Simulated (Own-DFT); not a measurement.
## Calculated data, GaN (wurtzite, atoms displaced)

A calculation, not a measurement: plane-wave PBE density functional theory by an unreviewed code, no spin, of a simulated periodic cell, stress positive in tension, free energy of the whole cell less one offset for each atom, forces on such cells passed a denser k mesh, this cell's mesh not checked; offsets are fitted by least squares, one for each functional and potential file, so energies compare only between cells with the same atoms and settings and are not formation energies; the far tail of each file's local potential was reset to the Coulomb form; each entry is a single point on an unrelaxed cell, so the pressure reflects the starting lattice, mostly measured values (interpolated for alloys), from which strain is counted, and rises with the displacements; printed positions are rounded, which can move forces by about a meV/angstrom; the program, named Own-DFT, is a retired in-house code; no spin-orbit coupling. Program: Own-DFT development build.

Settings shared by all entries: functional PBE; potential files PseudoDojo norm-conserving, scalar-relativistic, standard set with the stringent files for Ga; wave cutoff 96 hartree; occupations Gaussian; smearing width 0.01 eV; k mesh 3 x 4 x 3 centred on Gamma.

(1) GaN (wurtzite, atoms displaced)

```
GaN
1.0
     12.7560     0.0000     0.0000
     -4.7835     8.2853     0.0000
      0.0000     0.0000    10.3700
Ga N Ga N Ga N Ga N Ga N Ga N Ga N Ga N Ga N Ga N Ga N Ga N Ga N Ga N Ga N Ga N Ga N Ga N Ga N Ga N Ga N Ga N Ga N Ga N
2 2 2 2 2 2 2 2 2 2 2 2 2 2 2 2 2 2 2 2 2 2 2 2 2 2 2 2 2 2 2 2 2 2 2 2 2 2 2 2 2 2 2 2 2 2 2 2
Direct
  0.08547 0.22286 0.00142
  0.16511 0.10975 0.25281
  0.08216 0.22379 0.19042
  0.16753 0.11086 0.43569
  0.08353 0.22506 0.50095
  0.16719 0.11246 0.74992
  0.08362 0.22646 0.68915
  0.16366 0.10840 0.93786
  0.08415 0.55490 0.00090
  0.16801 0.44706 0.25082
  0.08339 0.55455 0.18697
  0.16496 0.44304 0.43816
  0.08325 0.55746 0.49888
  0.17077 0.44744 0.75163
  0.08429 0.55951 0.68859
  0.16521 0.44574 0.93838
  0.08062 0.88839 0.00176
  0.16474 0.77158 0.25083
  0.08122 0.88973 0.18581
  0.16895 0.77726 0.44422
  0.08175 0.88752 0.49839
  0.16481 0.77978 0.75091
  0.08267 0.88541 0.69045
  0.16787 0.77943 0.93754
  0.33305 0.22142 0.99857
  0.41851 0.10869 0.24977
  0.33347 0.22204 0.18832
  0.41801 0.11197 0.43830
  0.33567 0.22161 0.49998
  0.41747 0.11156 0.74909
  0.33360 0.22428 0.68730
  0.41672 0.11231 0.94111
  0.33408 0.55714 0.99916
  0.41852 0.44319 0.24800
  0.33173 0.55516 0.19108
  0.41981 0.44357 0.43958
  0.33643 0.55847 0.49978
  0.41600 0.44685 0.75055
  0.33296 0.55521 0.68692
  0.41590 0.44364 0.93796
  0.33275 0.89374 0.00026
  0.41711 0.77864 0.24855
  0.33344 0.89054 0.19196
  0.41961 0.78124 0.44436
  0.33605 0.89054 0.49965
  0.41476 0.77722 0.75293
  0.33659 0.89026 0.68720
  0.41688 0.77792 0.93994
  0.58284 0.22111 0.00170
  0.66473 0.10995 0.24699
  0.58187 0.21968 0.18505
  0.66447 0.10680 0.43845
  0.58565 0.22460 0.49559
  0.66751 0.11117 0.75201
  0.58246 0.22513 0.68875
  0.66722 0.11223 0.93651
  0.58548 0.55730 0.00208
  0.66695 0.44000 0.25053
  0.58349 0.55496 0.18944
  0.66735 0.44370 0.43501
  0.58440 0.55667 0.50068
  0.66974 0.44698 0.74689
  0.58118 0.54841 0.68937
  0.66889 0.44456 0.94111
  0.58192 0.89147 0.00068
  0.66538 0.77518 0.25168
  0.58474 0.88937 0.18931
  0.66550 0.77687 0.43996
  0.58415 0.88780 0.50003
  0.66496 0.77595 0.75149
  0.58383 0.88886 0.68906
  0.66761 0.77837 0.93791
  0.83081 0.22056 0.99521
  0.92129 0.11477 0.24781
  0.83409 0.22404 0.19088
  0.91796 0.10805 0.44328
  0.83560 0.22358 0.50122
  0.91517 0.10876 0.75010
  0.83526 0.22311 0.68610
  0.91963 0.10764 0.93692
  0.83281 0.55874 0.99815
  0.91394 0.44667 0.24894
  0.83414 0.55685 0.18849
  0.91686 0.44714 0.44148
  0.83552 0.55625 0.49646
  0.91974 0.44864 0.75316
  0.83079 0.55287 0.68892
  0.91780 0.44811 0.94093
  0.83240 0.88635 0.99966
  0.91531 0.77685 0.24932
  0.83144 0.88641 0.18742
  0.91379 0.77708 0.43924
  0.83455 0.89287 0.49777
  0.91691 0.78018 0.75282
  0.83430 0.89112 0.68931
  0.91567 0.77768 0.93763
```

| Quantity | Value |
| --- | --- |
| free energy of cell above offsets | -10.325 eV |
| pressure | 5.45 GPa |
| stress xx | -5.16 GPa |
| stress yy | -5.69 GPa |
| stress zz | -5.49 GPa |
| stress yz | 0.17 GPa |
| stress xz | 0.06 GPa |
| stress xy | -0.25 GPa |

Force:
```
element  x (eV/Å)  y (eV/Å)  z (eV/Å)
     Ga    -0.354     0.037    -0.137
     Ga     0.292     0.262    -0.718
      N     0.872     0.234    -0.384
      N     -0.14     0.006     0.922
     Ga     0.517    -0.296     0.174
     Ga    -0.224    -0.118    -0.268
      N      0.31    -0.357     0.032
      N     0.505     0.323     0.113
     Ga    -0.293     0.405    -0.248
     Ga    -0.188    -0.373     0.129
      N    -0.278    -0.083     0.398
      N     0.319     0.567     0.084
     Ga     0.312    -0.335     0.618
     Ga    -0.951    -0.156    -0.358
      N     0.366    -0.337     0.086
      N     0.687    -0.141     0.211
     Ga     0.445    -0.075    -0.511
     Ga    -0.278     0.877      0.22
      N     0.483    -0.357     0.825
      N    -0.462     0.296    -1.071
     Ga     0.139     0.167       0.4
     Ga     0.978    -0.091     -0.22
      N    -0.588     0.798    -0.535
      N    -0.307     -0.08     0.475
     Ga    -0.389     0.046     0.311
     Ga    -0.863     0.462     0.226
      N     0.006    -0.276    -0.048
      N     0.144    -0.073    -0.204
     Ga    -0.409     0.066    -0.093
     Ga    -0.136      0.14     0.072
      N     0.017    -0.284     0.319
      N     0.205     0.059     -0.57
     Ga    -0.124    -0.322     0.412
     Ga    -0.475    -0.063     0.468
      N     0.574     0.189    -0.441
      N    -0.579     0.165    -0.349
     Ga    -0.195    -0.484    -0.253
     Ga     0.326    -0.403    -0.147
      N     0.198     0.382     0.292
      N      0.11     0.264     0.253
     Ga     0.207    -0.618     0.224
     Ga     0.076    -0.095     0.649
      N    -0.031    -0.553    -0.509
      N    -0.179    -0.513    -1.204
     Ga    -0.093     0.104     0.299
     Ga     0.422     0.196    -0.545
      N    -0.697     -0.06     0.436
      N    -0.367     0.277     0.127
     Ga     -0.03     0.445     -0.78
     Ga     0.663     0.146     0.672
      N     0.224     0.168     0.605
      N     0.413     0.686    -0.308
     Ga    -0.014    -0.405     0.871
     Ga    -0.269      0.23    -1.074
      N     0.659    -0.339    -0.258
      N    -0.306    -0.229     0.474
     Ga    -0.147    -0.281    -0.384
     Ga    -0.305     0.468    -0.474
      N     0.306    -0.085    -0.067
      N     0.038     0.307     0.406
     Ga     0.236    -0.273     0.093
     Ga    -0.453    -0.631      0.79
      N    -0.188     1.022    -0.114
      N    -0.559    -0.151    -0.427
     Ga     0.679    -0.371    -0.096
     Ga     0.167     0.265    -0.042
      N     -0.28     -0.26    -0.265
      N      0.39     0.083    -0.192
     Ga    -0.026     0.272     0.465
     Ga     0.266    -0.066    -0.456
      N     -0.14     -0.13      0.23
      N    -0.497    -0.027     0.329
     Ga     1.015     0.327     0.758
     Ga    -1.076    -0.722     0.597
      N    -0.116    -0.224    -0.595
      N      -0.4     0.935    -1.131
     Ga    -0.375    -0.298    -0.427
     Ga     0.275     0.535    -0.118
      N    -0.332     0.178     0.856
      N    -0.828      0.44     0.448
     Ga     0.386    -0.314     0.354
     Ga     0.799    -0.342     0.258
      N    -0.416    -0.072    -0.217
      N     0.409    -0.407    -0.829
     Ga    -0.699     0.007     0.863
     Ga    -0.166    -0.353    -0.497
      N     0.763     0.809    -0.334
      N     0.002    -0.399    -0.121
     Ga    -0.108     0.366      0.08
     Ga    -0.084     0.242     0.163
      N     0.029     0.396     0.277
      N     0.467     0.158    -0.349
     Ga    -0.167    -0.872     0.748
     Ga    -0.089      -0.4    -0.757
      N    -0.159    -0.631    -0.279
      N     0.133     0.019     0.294
```

(2) GaN (wurtzite, atoms displaced)

```
GaN
1.0
     12.7560     0.0000     0.0000
     -4.7835     8.2853     0.0000
      0.0000     0.0000    10.3700
Ga N Ga N Ga N Ga N Ga N Ga N Ga N Ga N Ga N Ga N Ga N Ga N Ga N Ga N Ga N Ga N Ga N Ga N Ga N Ga N Ga N Ga N Ga N Ga N
2 2 2 2 2 2 2 2 2 2 2 2 2 2 2 2 2 2 2 2 2 2 2 2 2 2 2 2 2 2 2 2 2 2 2 2 2 2 2 2 2 2 2 2 2 2 2 2
Direct
  0.08307 0.22259 0.00207
  0.16931 0.11360 0.24906
  0.08577 0.22160 0.19079
  0.16826 0.11261 0.43659
  0.08083 0.22581 0.50038
  0.16651 0.10987 0.74791
  0.08762 0.22890 0.69097
  0.16473 0.11161 0.93644
  0.08337 0.55413 0.00312
  0.16372 0.44195 0.24868
  0.08162 0.55306 0.18960
  0.16594 0.44634 0.43695
  0.08343 0.55597 0.49758
  0.16779 0.44672 0.75087
  0.08396 0.55808 0.69229
  0.16399 0.44284 0.94032
  0.08477 0.88664 0.99883
  0.16617 0.77937 0.24934
  0.08431 0.89175 0.18805
  0.16621 0.77866 0.44088
  0.08381 0.88638 0.49847
  0.16543 0.77843 0.74889
  0.08401 0.88773 0.68594
  0.16628 0.77237 0.93632
  0.33339 0.22265 0.00023
  0.41964 0.11350 0.25173
  0.33318 0.21961 0.18954
  0.41492 0.10910 0.43936
  0.33416 0.22045 0.50292
  0.41781 0.11141 0.75287
  0.33202 0.22072 0.68938
  0.41744 0.11485 0.93886
  0.33224 0.55520 0.99645
  0.41867 0.44367 0.24577
  0.33659 0.55819 0.19083
  0.41828 0.44609 0.43695
  0.33179 0.55743 0.50033
  0.41863 0.44542 0.75022
  0.33483 0.55618 0.68950
  0.41722 0.44650 0.93948
  0.33547 0.89101 0.99637
  0.41623 0.77919 0.25089
  0.33082 0.88617 0.18635
  0.41564 0.77808 0.43882
  0.33411 0.89038 0.50107
  0.41532 0.77867 0.75042
  0.33169 0.88503 0.68973
  0.41317 0.77629 0.93591
  0.58585 0.22542 0.99922
  0.66883 0.11161 0.24558
  0.58179 0.21828 0.18749
  0.66608 0.10910 0.43994
  0.58343 0.22003 0.49949
  0.66759 0.11100 0.75254
  0.58647 0.22134 0.68688
  0.66699 0.11258 0.93868
  0.58386 0.55647 0.99776
  0.66793 0.44438 0.25084
  0.58291 0.55913 0.19142
  0.66837 0.44870 0.43715
  0.58124 0.55428 0.49904
  0.66638 0.44293 0.74664
  0.58313 0.55646 0.68973
  0.66813 0.44408 0.93791
  0.58369 0.89100 0.00179
  0.66190 0.77350 0.25413
  0.57989 0.88585 0.18805
  0.66682 0.77782 0.43849
  0.58243 0.88764 0.50052
  0.66726 0.77641 0.74698
  0.58458 0.89037 0.69070
  0.66658 0.77460 0.93947
  0.83613 0.22076 0.00078
  0.91551 0.10863 0.24933
  0.83335 0.22215 0.18797
  0.91654 0.10727 0.43668
  0.82981 0.21994 0.49884
  0.91737 0.11465 0.75208
  0.83388 0.22216 0.68905
  0.91950 0.11203 0.93688
  0.83371 0.55889 0.00028
  0.91811 0.44598 0.24999
  0.82922 0.55183 0.18576
  0.91479 0.44056 0.43767
  0.83271 0.55483 0.49978
  0.91851 0.44507 0.74972
  0.83723 0.55647 0.69367
  0.91853 0.44649 0.93688
  0.83293 0.88774 0.00022
  0.91711 0.77730 0.25094
  0.83365 0.89075 0.18643
  0.91819 0.77523 0.43705
  0.83278 0.88566 0.50091
  0.91427 0.77431 0.74762
  0.83190 0.88901 0.68848
  0.91671 0.77780 0.93651
```

| Property | Result |
| --- | --- |
| free energy of cell above offsets | -10.490 eV |
| pressure | 5.36 GPa |
| stress xx | -5.27 GPa |
| stress yy | -5.29 GPa |
| stress zz | -5.53 GPa |
| stress yz | 0.04 GPa |
| stress xz | 0.05 GPa |
| stress xy | -0.03 GPa |

Force:
```
element  x (eV/Å)  y (eV/Å)  z (eV/Å)
     Ga     0.336    -0.106    -0.107
     Ga    -0.081    -0.287      0.44
      N      -0.7    -0.025    -0.388
      N    -0.335     -0.06     0.531
     Ga     0.844    -0.425     0.039
     Ga    -0.315      0.02     0.188
      N    -0.452    -0.812    -0.523
      N     0.549    -0.171     0.295
     Ga    -0.241     0.068    -0.506
     Ga     0.895     0.458      0.09
      N     0.005     0.477     0.065
      N     0.065    -0.086     0.115
     Ga     -0.23     -0.03     0.707
     Ga    -0.058      0.25     0.198
      N     0.256    -0.331    -1.022
      N     0.436     0.091    -0.081
     Ga    -0.236     0.199    -0.147
     Ga     0.164    -0.087      0.17
      N    -0.069    -0.446    -0.091
      N     0.484    -0.235     -0.63
     Ga    -0.336      0.82     0.062
     Ga     0.167    -0.148     0.203
      N    -0.579     0.166     0.188
      N    -0.123     0.712     0.369
     Ga     -0.41    -0.017    -0.026
     Ga    -0.475    -0.782    -0.279
      N     0.344     0.368    -0.405
      N     0.496     0.347    -0.021
     Ga    -0.563     0.465    -0.508
     Ga    -0.049    -0.108    -0.583
      N       0.6     0.236     0.152
      N     0.336    -0.182      0.02
     Ga     -0.11     0.084     0.837
     Ga    -0.668    -0.056      0.65
      N    -0.636    -0.488     -0.58
      N    -0.456    -0.384     0.191
     Ga     0.506    -0.412    -0.129
     Ga    -0.443    -0.269     0.056
      N    -0.098     0.008    -0.114
      N     0.083    -0.306    -0.174
     Ga    -0.529    -0.225     0.457
     Ga    -0.311    -0.277    -0.142
      N     0.196     0.534     0.154
      N     0.115     0.172     0.103
     Ga    -0.132    -0.343     0.106
     Ga     0.562    -0.152     -0.21
      N    -0.102     0.824    -0.163
      N     0.777     0.336     0.375
     Ga    -0.205    -0.178     0.103
     Ga    -0.354    -0.416     0.649
      N      0.25     0.654     0.139
      N     -0.22    -0.035    -0.768
     Ga     -0.17     0.305    -0.141
     Ga     0.225    -0.029    -0.296
      N    -0.644         0     0.189
      N     0.303    -0.145     0.312
     Ga     0.157    -0.224     0.568
     Ga    -0.635    -0.151     -0.32
      N     0.854    -0.764    -0.792
      N    -0.049    -0.727     0.437
     Ga      0.09     0.132     0.127
     Ga      0.25     0.198     0.463
      N     0.406    -0.334    -0.473
      N    -0.402     0.179    -0.227
     Ga    -0.018    -0.616    -0.536
     Ga     0.487     0.875    -0.692
      N     0.451     0.515     0.216
      N    -0.073    -0.037     0.446
     Ga    -0.016     0.007     0.255
     Ga    -0.385     0.307     0.732
      N    -0.179    -0.262    -0.273
      N    -0.357     0.706     -0.41
     Ga    -0.415     0.533    -0.401
     Ga     0.292     0.195     0.076
      N     0.334     0.129     0.031
      N    -0.517     0.224     0.335
     Ga     0.767    -0.138     0.281
     Ga     0.485      -0.2     -0.55
      N    -0.126     0.101    -0.216
      N    -0.421    -0.336     0.493
     Ga     0.411    -0.409    -0.495
     Ga    -0.552    -0.301    -0.101
      N      0.74      0.56      0.49
      N    -0.023     0.363     0.114
     Ga     0.363    -0.053     0.386
     Ga     0.158    -0.216     0.285
      N    -0.824     -0.49    -1.208
      N    -0.233     -0.38     0.589
     Ga     0.142     0.069    -0.232
     Ga     -0.25     0.072    -0.543
      N    -0.185    -0.645     0.502
      N    -0.427     0.058     0.291
     Ga     0.145     0.272    -0.222
     Ga      0.29     0.853     0.373
      N      0.51     0.191    -0.055
      N     0.088     0.202     0.139
```

(3) GaN (wurtzite, atoms displaced)

```
GaN
1.0
     12.7560     0.0000     0.0000
     -4.7835     8.2853     0.0000
      0.0000     0.0000    10.3700
Ga N Ga N Ga N Ga N Ga N Ga N Ga N Ga N Ga N Ga N Ga N Ga N Ga N Ga N Ga N Ga N Ga N Ga N Ga N Ga N Ga N Ga N Ga N Ga N
2 2 2 2 2 2 2 2 2 2 2 2 2 2 2 2 2 2 2 2 2 2 2 2 2 2 2 2 2 2 2 2 2 2 2 2 2 2 2 2 2 2 2 2 2 2 2 2
Direct
  0.08185 0.22314 0.00020
  0.16628 0.10971 0.25114
  0.08076 0.22397 0.18955
  0.16433 0.11227 0.44223
  0.08293 0.22638 0.49898
  0.16565 0.11029 0.75142
  0.08521 0.22603 0.68367
  0.16346 0.10845 0.94014
  0.08251 0.55697 0.00182
  0.16822 0.44560 0.24911
  0.08477 0.55781 0.18888
  0.16505 0.44604 0.44019
  0.08205 0.55655 0.50159
  0.16651 0.44719 0.75099
  0.08402 0.55548 0.68836
  0.16560 0.44350 0.94174
  0.08454 0.89003 0.00205
  0.16753 0.77727 0.25115
  0.08366 0.88954 0.18760
  0.16658 0.77587 0.44093
  0.08636 0.89073 0.50053
  0.16301 0.77561 0.74672
  0.08517 0.89038 0.68651
  0.16746 0.77840 0.93869
  0.33388 0.22636 0.99680
  0.41700 0.11068 0.24942
  0.33398 0.22464 0.18717
  0.41752 0.10822 0.43789
  0.33061 0.21894 0.49865
  0.41390 0.11079 0.75136
  0.33015 0.22151 0.68844
  0.41560 0.11198 0.93489
  0.33172 0.55244 0.99865
  0.41514 0.44233 0.24905
  0.33312 0.55586 0.18846
  0.41737 0.44289 0.43489
  0.33566 0.55835 0.50231
  0.41695 0.44721 0.75043
  0.33457 0.55862 0.68974
  0.41766 0.44504 0.94047
  0.33143 0.88665 0.99772
  0.41744 0.78059 0.24736
  0.33080 0.88774 0.18905
  0.41687 0.77583 0.43994
  0.33402 0.88407 0.49831
  0.41608 0.77697 0.75114
  0.33216 0.88606 0.68498
  0.41484 0.77051 0.93862
  0.58250 0.21829 0.99901
  0.66602 0.10843 0.24871
  0.58211 0.22096 0.18994
  0.66555 0.11086 0.44012
  0.58506 0.22364 0.50301
  0.66719 0.10896 0.75203
  0.58310 0.21824 0.68891
  0.66784 0.11110 0.93808
  0.58461 0.55678 0.99914
  0.66431 0.44371 0.25085
  0.58434 0.55871 0.18760
  0.66625 0.44077 0.43764
  0.58668 0.55550 0.50001
  0.66467 0.44464 0.74888
  0.58072 0.55745 0.68790
  0.66730 0.44697 0.93816
  0.58356 0.88865 0.99838
  0.66169 0.77080 0.25015
  0.58521 0.89020 0.18950
  0.66701 0.77933 0.43890
  0.58262 0.88856 0.50154
  0.66478 0.77855 0.75106
  0.58163 0.88878 0.68637
  0.66500 0.78068 0.94213
  0.83207 0.21914 0.00022
  0.91593 0.11306 0.24901
  0.83231 0.22296 0.19184
  0.91625 0.11489 0.43758
  0.83171 0.22095 0.49934
  0.91635 0.11063 0.74995
  0.83526 0.22274 0.69012
  0.91777 0.10861 0.93598
  0.83132 0.55734 0.00300
  0.92070 0.44563 0.24804
  0.83381 0.55907 0.18813
  0.91818 0.44816 0.44252
  0.83183 0.55626 0.50133
  0.91488 0.44231 0.74734
  0.83383 0.55009 0.68932
  0.91899 0.44533 0.93847
  0.83516 0.89219 0.99979
  0.92061 0.78095 0.24989
  0.83146 0.88492 0.18624
  0.91601 0.77665 0.43869
  0.83351 0.89151 0.49583
  0.91741 0.77717 0.75184
  0.83085 0.88552 0.68902
  0.91846 0.78016 0.93676
```

| Property | Result |
| --- | --- |
| free energy of cell above offsets | -10.496 eV |
| pressure | 5.36 GPa |
| stress xx | -5.01 GPa |
| stress yy | -5.5 GPa |
| stress zz | -5.55 GPa |
| stress yz | -0.01 GPa |
| stress xz | -0.03 GPa |
| stress xy | -0.04 GPa |

Force:
```
element  x (eV/Å)  y (eV/Å)  z (eV/Å)
     Ga      0.24    -0.183      0.19
     Ga     -0.22     0.471    -0.017
      N     0.639    -0.221    -0.134
      N     0.224    -0.171    -0.829
     Ga    -0.041    -0.145    -0.066
     Ga    -0.374     0.217    -0.208
      N    -0.164    -0.348     1.064
      N       0.3     0.606    -0.172
     Ga     0.179    -0.016    -0.299
     Ga    -0.169     0.034     0.489
      N     0.156    -0.079     -0.01
      N     0.545     0.339    -0.387
     Ga     0.289    -0.194    -0.053
     Ga     0.225    -0.337     0.011
      N    -0.386    -0.081      0.19
      N    -0.069     0.142    -0.507
     Ga    -0.058    -0.283    -0.402
     Ga    -0.369     0.053     0.248
      N     0.426     0.069     0.386
      N    -0.062      0.37     -0.51
     Ga    -0.546    -0.286     -0.17
     Ga     0.683     0.253     0.434
      N    -0.516    -0.165      0.36
      N     -0.33    -0.115    -0.317
     Ga    -0.083    -0.721     0.432
     Ga    -0.328     0.034     0.183
      N    -0.042    -0.594    -0.109
      N     -0.34     0.169     0.124
     Ga       0.5     0.312     0.112
     Ga     0.266    -0.277    -0.986
      N     0.446      0.35     0.056
      N     0.231    -0.243     0.821
     Ga     0.015     -0.05     0.495
     Ga     0.075     0.458    -0.044
      N     0.154     0.165    -0.162
      N    -0.049      0.14     0.754
     Ga    -0.111    -0.763    -0.423
     Ga    -0.204     -0.53    -0.043
      N    -0.077    -0.427     0.035
      N    -0.034     0.204    -0.516
     Ga      0.32     0.169     0.172
     Ga     0.106     -0.37     0.408
      N     0.425     0.269     -0.42
      N     0.201     0.136    -0.699
     Ga    -0.315     0.549     0.168
     Ga    -0.242     0.359    -0.182
      N    -0.136     0.226       0.7
      N    -0.189     1.026     0.079
     Ga    -0.315     0.611     0.136
     Ga    -0.203     0.427     0.663
      N     0.233     0.074    -0.554
      N     0.137      -0.1    -0.328
     Ga    -0.299     -0.61    -0.316
     Ga    -0.013     0.226    -0.578
      N    -0.382     0.456      0.41
      N     -0.26    -0.205     0.208
     Ga     -0.11     0.112     0.212
     Ga      0.48     0.164    -0.314
      N    -0.154    -1.081    -0.094
      N    -0.119      0.46     0.231
     Ga    -0.716    -0.022    -0.231
     Ga     0.298    -0.169     0.111
      N     0.625    -0.187     0.075
      N    -0.066    -0.542    -0.053
     Ga    -0.522    -0.054     0.537
     Ga     0.564     1.155     0.153
      N    -0.379    -0.304    -0.416
      N    -0.051    -0.333    -0.126
     Ga      0.08     0.118    -0.408
     Ga     0.192     0.112      0.04
      N     0.204     0.012     0.702
      N     0.769    -0.332    -0.729
     Ga     0.422      0.65     0.062
     Ga     0.028    -0.702     0.136
      N     0.065     0.024    -0.712
      N     0.232    -0.348    -0.062
     Ga    -0.065     0.456     0.194
     Ga     0.455     -0.06    -0.494
      N    -0.398    -0.475    -0.291
      N     -0.54     0.489     0.371
     Ga     0.702    -0.019    -0.563
     Ga     -0.94     0.164     0.684
      N     0.213    -0.517     0.447
      N    -0.323    -0.516     -0.74
     Ga     0.419     -0.03    -0.189
     Ga     0.668     0.061     0.694
      N    -1.007     0.778    -0.106
      N    -0.681     -0.29     0.101
     Ga    -0.022    -0.627     0.018
     Ga    -0.738    -0.341     0.138
      N    -0.073     0.543     0.532
      N     0.165     0.414     0.018
     Ga     0.248    -0.066     0.545
     Ga    -0.124    -0.096    -0.587
      N     0.205     0.233    -0.254
      N     -0.09    -0.236     0.482
```
